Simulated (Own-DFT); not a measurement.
# How strain changes the stress of hcp Ru, 36 atoms (Ru36)

These are calculations, not measurements. The program, named Own-DFT, is a retired in-house plane-wave density functional code that no person has reviewed. Each row is one single-point run on a periodic cell that was not relaxed, without spin or spin-orbit coupling.

Settings of every run: PBE; PseudoDojo norm-conserving scalar-relativistic files; cutoff 50 hartree; 5 x 5 x 4 k mesh centred on Gamma; cold (Marzari-Vanderbilt) smearing of 0.2 eV.

Known limits: forces on such cells failed a check on a denser k mesh; stress not checked against mesh or cutoff.

Unstrained cell vectors in Å: (8.118, 0.000, 0.000); (-4.059, 7.030, 0.000); (0.000, 0.000, 8.563). The unstrained cell has measured lattice constants (interpolated for alloys), not those of this functional. That, the random moves and any unrelaxed bonds set the pressure at no strain. Each run strains this cell uniformly, with the atoms carried along. Every atom was also moved at random, by a Gaussian of width 0.05 Å on each axis. Strain is the symmetric tensor, in per cent. Stress is positive in tension, and the pressure is minus a third of its trace.

```
run,e_xx (%),e_yy (%),e_zz (%),e_yz (%),e_xz (%),e_xy (%),s_xx (GPa),s_yy (GPa),s_zz (GPa),s_yz (GPa),s_xz (GPa),s_xy (GPa),P (GPa),E (meV/atom)
1,-1.49,0.52,-1.31,-1.57,-0.55,-0.94,-18.25,-10.06,-19.50,-6.62,-2.37,-4.34,15.94,26.3
2,1.13,-1.70,-1.61,0.89,0.52,-1.27,-7.46,-20.20,-20.31,3.88,1.77,-4.79,15.99,37.6
3,0.35,-0.23,1.97,0.63,0.44,1.03,-2.85,-4.06,5.11,2.07,1.67,4.00,0.60,0.3
4,-0.20,-0.37,0.55,0.69,0.75,0.71,-7.89,-9.38,-4.95,2.31,2.64,3.18,7.41,0.0
5,0.63,-1.11,-1.20,-0.01,0.28,-1.15,-8.14,-16.42,-17.08,-0.03,0.91,-5.17,13.88,23.5
6,1.33,-1.68,-1.12,0.39,0.48,1.62,-5.07,-18.90,-16.47,2.03,2.11,7.56,13.48,33.4
7,0.96,-0.83,1.40,-1.75,-0.05,-0.23,-1.06,-7.66,0.85,-5.92,-0.34,-0.97,2.62,5.1
8,-0.98,-0.67,-1.75,0.48,-1.55,1.85,-19.95,-19.05,-25.37,2.24,-6.40,8.49,21.46,67.4
9,1.30,-0.43,1.06,1.57,-1.10,-2.00,1.76,-7.42,-0.12,6.31,-3.35,-7.62,1.93,17.9
10,1.40,0.98,-1.34,-1.16,-0.74,1.39,-1.32,-2.20,-12.21,-4.56,-2.90,4.85,5.25,20.3
11,-1.31,0.63,1.20,-0.59,-1.93,0.44,-12.03,-4.47,-1.67,-2.20,-6.73,1.63,6.06,12.4
12,1.58,0.67,-0.29,-1.57,0.39,0.54,2.34,-2.07,-6.07,-5.89,0.99,2.51,1.93,11.7
13,-1.73,1.87,0.21,1.88,-0.91,0.62,-14.63,-0.28,-5.75,6.96,-3.16,2.26,6.89,18.0
14,-1.53,-0.07,0.90,-1.06,0.34,-0.85,-14.65,-9.97,-4.49,-4.23,1.43,-3.36,9.71,9.6
15,-0.06,0.86,-0.47,0.18,1.07,1.08,-7.88,-4.74,-9.96,0.73,4.72,3.77,7.53,25.7
16,-1.49,-1.94,0.72,0.09,-1.88,1.08,?,?,?,?,?,?,?,?
```

E is the free energy for each atom above the lowest run shown.

## Worked fit

Each stress component was fitted by least squares to a constant and the strains of the runs shown, as fractions, with shears doubled. Shear strains stay in the fit of a normal stress only where such slopes are resolved. The slopes, in GPa:

| stress | at no strain | per e_xx | per e_yy | per e_zz | scatter |
|---|---|---|---|---|---|
| s_xx | -7.9 | 594 ± 15 | 168 ± 18 | 216 ± 14 | 0.63 |
| s_yy | -8.4 | 193 ± 17 | 610 ± 21 | 226 ± 15 | 0.70 |
| s_zz | -8.3 | 201 ± 19 | 217 ± 23 | 683 ± 17 | 0.79 |

Each shear stress against twice its own strain: yz 191 ± 4, xz 188 ± 7, xy 210 ± 6 GPa. These are stiffnesses along x, y and z of the frame in which the cell vectors are given, which need not be the crystal's axes. The atoms are held to the strained lattice; where symmetry lets them move under strain, relaxing them would lower some slopes. The table should be nearly symmetric about its diagonal, and what it lacks of that shows the noise. A ninth of its sum, 345 ± 9 GPa, estimates the bulk modulus near the mean pressure of these runs, 8.7 GPa, so it lies above the value at zero pressure.

## Withheld run

Question: what normal stresses and pressure should run 16 give?

The fit gives s_xx = -18.5, s_yy = -21.5, s_zz = -10.6 and P = 16.8 GPa. The calculation gave -21.30, -23.33, -10.17 and P = 18.27 GPa. This run lies off the fit, by chance or by something that the fit leaves out.
